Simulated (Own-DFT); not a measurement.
# Cleaving wurtzite AlN, m plane (10-10)

Calculated, not measured: single-point runs of Own-DFT, a retired in-house plane-wave DFT program that no person has reviewed, on unrelaxed cells, without spin or spin-orbit coupling.

Known weak points (not all hold for every row): some atoms lie very close together; forces not confirmed at this smearing and k mesh; k mesh not checked against a denser one.

Both sets of runs: PBE; PseudoDojo norm-conserving scalar-relativistic files; cutoff 42 hartree; Gaussian smearing of 0.01 eV. The slab has 128 atoms in 16 layers, two equal faces of 62.02 Å² as cut, 15 Å of vacuum, a dipole correction along the normal and a 6 x 3 x 1 mesh. The bulk cell has 72 atoms, the same measured lattice constants and a 4 x 4 x 3 mesh. All atoms were moved at random; u is the rms move along one axis. Energies are counted from -174.06 eV for each atom.

| slab run | u (Å) | E (eV, cell) |
|---|---|---|
| 1 | 0.0198 | 20.285 |
| 2 | 0.0200 | 20.325 |
| 3 | 0.0462 | 27.239 |
| 4 | 0.0477 | 27.214 |
| 5 | 0.0489 | 27.650 |
| 6 | 0.0492 | 29.546 |
| 7 | 0.0495 | 29.583 |
| 8 | 0.0498 | 30.321 |
| 9 | 0.0508 | 28.114 |
| 10 | 0.0512 | 29.814 |
| 11 | 0.0520 | 29.986 |
| 12 | 0.0525 | 31.239 |

| bulk run | u (Å) | E (meV/atom) |
|---|---|---|
| 1 | 0.0181 | -3.99 |
| 2 | 0.0185 | -4.05 |
| 3 | 0.0203 | -2.21 |
| 4 | 0.0207 | -1.26 |
| 5 | 0.0222 | -0.32 |
| 6 | 0.0943 | 252.29 |
| 7 | 0.0949 | 271.38 |
| 8 | 0.0954 | 300.71 |
| 9 | 0.1022 | 318.97 |
| 10 | 0.1049 | 385.78 |

Question: what is the energy of the unrelaxed surface?

## Working it out

Take each set to u = 0 with E = a + b u². Residuals are scaled by 1/(u² + 0.0006 Å²) to tame the large moves. Slab: a = 18.62 ± 0.24 eV. Bulk: a = -15.5 ± 0.9 meV/atom. The excess is 18.62 - 128 x (-0.0155) = 20.61 ± 0.27 eV. Over two faces that is 166 meV/Å², or 2.66 ± 0.03 J/m². Relaxing the faces would lower the energy, and the unlike meshes and the reach from the smallest u down to zero add errors that aren't counted here.
